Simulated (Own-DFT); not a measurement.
## Calculated data, Al3GaN4 (wurtzite random alloy, strained, atoms displaced), In3GaAs4 (zincblende random alloy, strained, atoms displaced)

Computed with Own-DFT development build. A calculation, not a measurement: plane-wave PBE density functional theory by an unreviewed code, no spin, of a simulated periodic cell, stress positive in tension, free energy of the whole cell less one offset for each atom, forces on such cells passed a denser k mesh, this cell's mesh not checked; offsets are fitted by least squares, one for each functional and potential file, so energies compare only between cells with the same atoms and settings and are not formation energies; the far tail of each file's local potential was reset to the Coulomb form; each entry is a single point on an unrelaxed cell, so the pressure reflects the starting lattice, mostly measured values, from which strain is counted, and rises with the displacements; printed positions are rounded, which can move forces by about a meV/angstrom; the program is a retired in-house code; no spin-orbit coupling.

Settings shared by all entries: functional PBE.

(1) 
```xyz
72
Lattice="9.3938 0.0235 0.0000 -4.6765 8.1235 0.0000 0.0000 0.0000 10.0655" Properties=species:S:1:pos:R:3:force_x:R:1:force_y:R:1:force_z:R:1 formula=Al3GaN4 potential_files=PseudoDojo_norm-conserving,scalar-relativistic,standard_set_with_the_stringent_files_for_Ga wave_cutoff=96 occupations=Gaussian smearing_width=0.01 k_mesh=4_x_4_x_3_centred_on_Gamma free_energy_of_cell_above_offsets=-21.169 pressure=6.89 stress_xx=-8.19 stress_yy=-3.83 stress_zz=-8.65 stress_yz=0.18 stress_xz=-0.41 stress_xy=0.64
Al    -0.0386     1.7866     0.0836      0.924     -0.226     -2.096
Al     1.5861     0.9133     2.5370     -1.642     -1.207     -1.162
N     -0.0279     1.6788     1.8598      0.663      2.184      1.935
N      1.6169     0.9058     4.3685     -0.721      0.366      1.035
Al     0.0373     1.7935     5.0610      0.036       0.11     -0.149
Al     1.6514     1.0021     7.5691     -1.006     -1.596      0.001
N     -0.0542     1.7796     6.9973      2.507      1.219       -1.2
N      1.5570     0.8473     9.4872     -0.393      3.693      -0.87
Ga    -1.5829     4.4476    10.0227     -0.319       2.61      0.965
Al    -0.0335     3.6666     2.4857      1.447     -1.381       0.18
N     -1.5312     4.4789     1.8990       -1.5      1.051      1.233
N      0.0120     3.6462     4.4511      1.138     -0.595     -0.481
Al    -1.4697     4.4809     5.0813     -2.515      0.892     -0.989
Al    -0.0054     3.5491     7.5475     -0.212      1.509      0.485
N     -1.6440     4.5734     6.9059      1.194     -1.066       1.36
N      0.0146     3.7015     9.5121      1.052     -1.976     -1.259
Ga    -3.0890     7.2226     9.9863     -3.233      1.043      2.782
Al    -1.5911     6.3817     2.6702      0.489     -1.001     -2.825
N     -3.1177     7.1902     1.9132      1.109      0.866      0.891
N     -1.5772     6.3945     4.5121      1.489     -1.732     -0.878
Al    -3.0971     7.2285     4.9419     -1.793      0.388      1.862
Al    -1.5012     6.3378     7.5125     -1.423      0.705      0.611
N     -3.1301     7.2502     6.8855      0.992      0.637      0.144
N     -1.6173     6.5368     9.5178      5.952      -4.62     -3.045
Al     3.0796     1.8245     0.0702      0.598     -0.659     -1.798
Ga     4.7337     0.9852     2.5078     -1.282     -0.899     -0.242
N      3.0247     1.7944     1.8953      1.635      0.702      0.713
N      4.7274     0.9677     4.4761      0.213     -0.115     -0.568
Al     3.1332     1.7713     4.9637      0.402      1.796      1.309
Al     4.7482     0.8095     7.5406      -0.64      1.784      0.602
N      3.1774     1.8811     6.9414      0.172      -0.84     -0.469
N      4.7057     0.8860     9.5010      0.319      0.238     -0.136
Al     1.5662     4.5886     0.0131      0.914     -1.191     -0.716
Ga     3.1102     3.7097     2.5116      1.084     -1.383      0.987
N      1.6435     4.5353     1.8640     -3.348      1.562      0.371
N      3.2422     3.6775     4.4560     -2.235     -0.879      0.619
Al     1.5671     4.5519     5.0909      0.726     -0.918     -0.302
Al     3.1646     3.6967     7.5101     -0.741     -1.614       0.99
N      1.5611     4.5055     6.9962      0.038      0.691     -0.346
N      3.1596     3.6195     9.4747     -1.668       -0.4      -0.78
Al     0.0782     7.1520     0.0289     -0.975      1.514     -1.455
Al     1.4865     6.4270     2.5163      3.609     -1.829      0.658
N      0.0646     7.1924     1.8422     -2.286      0.618      1.686
N      1.6132     6.3162     4.4865      0.195      -0.27     -1.336
Ga     0.0833     7.2601     4.9750     -0.932      -0.09      1.421
Al     1.6723     6.4020     7.6134     -0.659     -1.204     -3.142
N      0.0889     7.1420     6.9596     -0.033      1.037       0.23
N      1.6842     6.3161     9.3489     -1.776     -0.349      2.762
Al     6.2571     1.8753     0.0116     -0.168     -1.804     -0.043
Al     7.8172     0.9399     2.5050      0.646     -1.334      0.389
N      6.2909     1.8207     1.9563      0.259      1.392     -1.251
N      7.9090     0.9989     4.3987     -1.211     -1.272      0.766
Al     6.3039     1.8007     5.0484      0.408      1.535     -0.229
Ga     7.8041     1.0177     7.6473     -0.341     -0.626     -1.667
N      6.2646     1.8815     6.9459     -1.092     -0.012     -0.165
N      7.8490     0.8661     9.4456     -0.603      0.755      2.786
Ga     4.6898     4.5177    10.0315      0.392      0.178      0.951
Al     6.2229     3.6179     2.5864      0.806      0.501     -1.348
N      4.6961     4.5468     1.9163      1.074     -2.922     -1.253
N      6.2113     3.6985     4.3782      1.172     -0.642      2.392
Al     4.6792     4.5927     5.1395      1.256     -0.415      -2.24
Al     6.1870     3.7235     7.5444      1.482     -1.444     -0.176
N      4.6913     4.5345     6.9455      -0.57      0.329      0.402
N      6.2682     3.6072     9.4352     -0.265      -0.39     -0.745
Al     3.1300     7.1590     9.9831      2.013      1.451       2.37
Ga     4.7940     6.2085     2.5284     -1.487      3.407     -0.324
N      3.1210     7.2521     1.9353     -0.548     -0.405     -1.031
N      4.7314     6.3059     4.3727     -0.548      0.859      2.908
Al     3.1105     7.1862     5.1352      1.851       1.38     -2.649
Ga     4.6578     6.3438     7.5790      2.001       0.92     -1.192
N      3.2009     7.3270     6.9310     -1.814      -0.86      0.629
N      4.7929     6.3087     9.4178      -2.28      0.244      1.132
```

Units: wave_cutoff in hartree; smearing_width, free_energy_of_cell_above_offsets in eV; pressure, stress_xx, stress_yy, stress_zz, stress_yz, stress_xz, stress_xy in GPa; force_x, force_y, force_z in eV/Å.

(2) 
```xyz
64
Lattice="11.7374 0.0000 0.0000 0.0000 11.7374 0.0000 0.0000 0.0000 12.1085" Properties=species:S:1:pos:R:3:force_x:R:1:force_y:R:1:force_z:R:1 formula=In3GaAs4 potential_files=PseudoDojo_norm-conserving,scalar-relativistic,standard_set wave_cutoff=42 occupations=Fermi-Dirac smearing_width=0.1 k_mesh=3_x_3_x_3_centred_on_Gamma free_energy_of_cell_above_offsets=-23.480 pressure=5.81 stress_xx=-6.11 stress_yy=-6.25 stress_zz=-5.06 stress_yz=0 stress_xz=0.54 stress_xy=0.96
In    11.6823    11.6335    12.0900      0.108      0.696     -0.376
In    11.7261     2.8710     3.0191      -1.12      0.558      0.397
Ga     2.9174     0.0282     2.9969     -0.081      0.345     -0.028
In     2.9662     2.8794    12.1070     -1.233      0.879      0.754
As     1.3280     1.5116     1.5100      1.713     -1.578      -0.37
As     1.3592     4.3678     4.5017      2.165      0.284      0.289
As     4.3248     1.5359     4.5342     -0.014     -1.243      0.563
As     4.4428     4.4091     1.4822     -1.786      0.463      1.151
In    11.6947    11.7158     6.0934      0.511      0.648     -0.451
In    11.7008     3.0195     9.1025       0.67     -0.834     -0.146
Ga     2.9310     0.0136     9.0148      0.019     -0.007      0.525
Ga     2.9598     2.9602     6.0215     -0.519       0.11      0.123
As     1.4844     1.4861     7.5508      0.753      0.335      0.244
As     1.3292     4.4187    10.7072      2.125     -0.049     -1.268
As     4.3660     1.5248    10.6609      0.268     -1.597     -1.789
As     4.4368     4.3582     7.5622     -1.489      0.519      -0.44
In    11.6887     5.8374     0.0306      -0.06      0.893      0.941
In    11.7321     8.8842     3.0444      1.011     -0.061      0.106
Ga     2.9552     5.9343     3.0680     -0.042     -0.462      0.158
In     2.9071     8.8419     0.0304      1.137     -0.918      1.182
As     1.4664     7.3027     1.5961      0.562     -0.167      0.133
As     1.5235    10.3607     4.5579      0.282      0.176     -0.735
As     4.3926     7.3364     4.7252      0.284     -1.197     -2.472
As     4.5137    10.3135     1.5952     -1.897      0.296      0.175
In     0.0263     5.8792     6.0517      -0.42      0.115     -0.203
In    11.7182     8.7950     9.0106     -0.129      0.066       0.69
Ga     2.9661     5.7736     9.1065     -0.469        0.4     -0.018
In     2.9968     8.8108     6.0149     -1.319      0.777      0.593
As     1.4619     7.3683     7.4987      0.999     -0.797      1.067
As     1.5319    10.1863    10.6731     -0.579      1.548     -2.156
As     4.3741     7.3154    10.5848      0.403     -0.325      -0.64
As     4.3698    10.2607     7.5362      1.322      0.772      1.137
In     5.8573     0.0262     0.0616      0.021      0.521      -0.29
In     5.8032     2.9756     3.0276      0.252     -0.529      0.013
In     8.8457     0.0197     3.0313     -0.913     -0.203     -0.632
In     8.7930     2.9122    11.9956      0.359      0.547      1.614
As     7.3365     1.5591     1.4740       0.18     -0.402      0.722
As     7.3255     4.3532     4.5512      0.001      0.306      -0.92
As    10.1982     1.4422     4.5478       0.71      0.482      0.454
As    10.2279     4.4729     1.5745      0.282     -1.601     -0.773
Ga     5.9127    11.6546     6.0096       -0.7      0.877      0.518
In     5.8552     2.9521     9.0582      0.595     -0.791      0.324
In     8.8004    11.7015     8.9833      -0.11        0.5      1.528
In     8.7457     2.9824     6.0189      0.813     -0.476      0.436
As     7.4202     1.4379     7.5154     -1.843       -0.2     -0.441
As     7.3658     4.3586    10.6276      -0.68      1.035     -0.953
As    10.2415     1.5505    10.5949      0.667     -1.697     -0.717
As    10.2925     4.3726     7.5542       -0.3      0.371     -0.675
In     5.9119     5.8186     0.1142     -0.117      0.457     -1.668
In     5.8436     8.7767     3.0434      0.374     -0.546      0.642
In     8.7820     5.8136     3.0163     -0.152      0.865       0.84
Ga     8.7722     8.8082    12.0744     -0.189      0.064      0.175
As     7.3407     7.2852     1.5099      0.732      1.503     -0.104
As     7.3173    10.2998     4.5955     -0.712      0.644     -0.897
As    10.3287     7.3771     4.4579      -1.02     -0.393      0.907
As    10.2624    10.2164     1.5291     -1.266     -0.341     -0.891
In     5.9379     5.8062     5.9892     -0.258      0.382      1.139
Ga     5.8970     8.7156     9.0955     -0.359      0.489      0.051
In     8.8464     5.8500     9.0324      -0.34      0.241      0.541
In     8.6846     8.8168     6.0072      1.586     -0.255     -0.121
As     7.3660     7.3846     7.5357     -0.982     -0.434      1.084
As     7.2761    10.3383    10.6243      0.447     -1.596     -0.508
As    10.2444     7.3243    10.6917     -0.531      0.966     -0.438
As    10.2179    10.3247     7.5303      0.276     -1.431     -0.096
```

Units: wave_cutoff in hartree; smearing_width, free_energy_of_cell_above_offsets in eV; pressure, stress_xx, stress_yy, stress_zz, stress_yz, stress_xz, stress_xy in GPa; force_x, force_y, force_z in eV/Å.
